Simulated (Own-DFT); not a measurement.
# Energy and forces against displacement in beta-Si3N4, 42 atoms (N24Si18)

Calculated results; nothing here was measured. They come from Own-DFT, an in-house plane-wave density functional program, since retired, whose code no person has reviewed. Each row is one single-point run on a periodic cell that was not relaxed, without spin or spin-orbit coupling.

Settings of every run: PBEsol; PseudoDojo norm-conserving scalar-relativistic files, made for PBE; cutoff 42 hartree; 3 x 3 x 3 k mesh centred on Gamma; Fermi-Dirac smearing of 0.1 eV.

Known limits, some of them of some rows only: some atoms lie very close together; forces on such cells passed a denser k mesh, each cell not checked; stress not checked against mesh or cutoff.

Cell vectors in Å: (7.606, 0.000, 0.000); (-3.803, 6.587, 0.000); (0.000, 0.000, 8.727). In each run every atom was moved at random and independently from its ideal site; u is the rms move along one axis. E is the free energy for each atom above the fitted value at u = 0, and F the rms of the force components.

```
run,u (Å),E (meV/atom),F (eV/Å),largest force (eV/Å),P (GPa)
1,0.0192,14.7,0.822,2.55,2.95
2,0.0201,17.5,0.847,2.78,3.16
3,0.0479,?,?,?,?
4,0.0508,107.0,1.909,8.32,5.62
5,0.0527,116.0,1.950,7.67,5.91
6,0.1000,400.4,3.597,12.95,12.34
7,0.1053,475.6,4.121,13.94,13.27
8,0.1464,903.4,5.675,20.69,24.43
```

## Worked fit

For small independent moves the energy grows as E = (3/2) K u², with K the mean stiffness felt by one atom. The runs with u up to 0.11 Å give K = 27.7 ± 0.5 eV/Å², with residuals divided by u² + 0.0006 Å², since the noise grows with the moves. The scatter is 3.4 meV/atom at u = 0.05 Å. The forces follow F² = F0² + G² u², fitted to F/u, with G = 36.9 eV/Å² and F0 = 0.41 eV/Å. F0 is the force that atoms already bear on their ideal sites. G exceeds K because the moves of its neighbours add to the force on an atom, and stiffness differs between atoms. At u = 0.146 Å the parabola gives 890 meV/atom and the run 903. The pressure follows P = 2.93 + 943 u² GPa: at fixed volume, shortened bonds push harder than stretched ones pull.

## Withheld run

Question: what energy and rms force should run 3 give?

The fit gives 95 ± 4 meV/atom and about 1.82 eV/Å. The calculation gave 99.1 meV/atom and 1.936 eV/Å.
